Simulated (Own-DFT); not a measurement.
# PBE and PBEsol under strain: C11b WSi2, 30 atoms (Si20W10)

The numbers are computed, not measured, by runs of the plane-wave DFT program Own-DFT (in-house, retired, unreviewed) at fixed positions, with no spin and no spin-orbit coupling.

Keep in mind: forces on such cells failed a check on a denser k mesh; stress not checked against mesh or cutoff.

Each geometry was run with PBE and with PBEsol, otherwise alike: PseudoDojo norm-conserving scalar-relativistic files made for PBE; cutoff 50 hartree; 5 x 5 x 5 k mesh centred on Gamma; cold (Marzari-Vanderbilt) smearing of 0.2 eV. Unstrained cell vectors in Å: (-2.149, -5.953, 3.409); (-6.444, 2.976, 1.136); (-2.553, -2.948, -6.757). Each has a uniform strain, of which the change of volume is shown, and random moves of rms u per axis.

```
run,volume change (%),u (Å),P with PBE (GPa),P with PBEsol (GPa)
1,0.66,0.0462,4.00,-0.06
2,1.74,0.0570,2.71,-1.30
3,-1.51,0.0469,10.08,5.90
4,-1.73,0.0553,10.93,6.75
5,-2.76,0.0547,14.46,10.24
6,0.03,0.0476,6.14,2.05
7,2.14,0.0564,2.04,-1.95
8,-1.59,0.0497,10.18,6.00
9,-1.12,0.0515,9.71,5.54
10,-0.21,0.0509,6.84,2.70
11,-1.46,0.0497,9.76,?
```

Q: by how much does PBEsol shrink this cell, and what belongs in the blank?

## Worked answer

Write v for the change of volume as a fraction. Fitted to v and u², the PBE pressure has a slope of -257 ± 8 GPa in v, with the ions held to the strained lattice. The difference PBEsol less PBE is -4.10 + 4.9 v GPa (slope ± 0.3) and averages -4.12 GPa. Divided by the mean slope of the two, 254 GPa, that makes PBEsol's volume at a given pressure, near 6 GPa, about 1.6 % smaller, or 0.54 % in lengths. At one volume PBEsol's slope is the smaller by 5 GPa, but its pressure there is lower too. If stiffness rises by about 4 GPa for each GPa, PBEsol at equal pressure is stiffer by about 12 GPa. Files made for PBEsol would give a different shift.

For run 11 the line gives 5.58 GPa. Computed: 5.59 GPa.
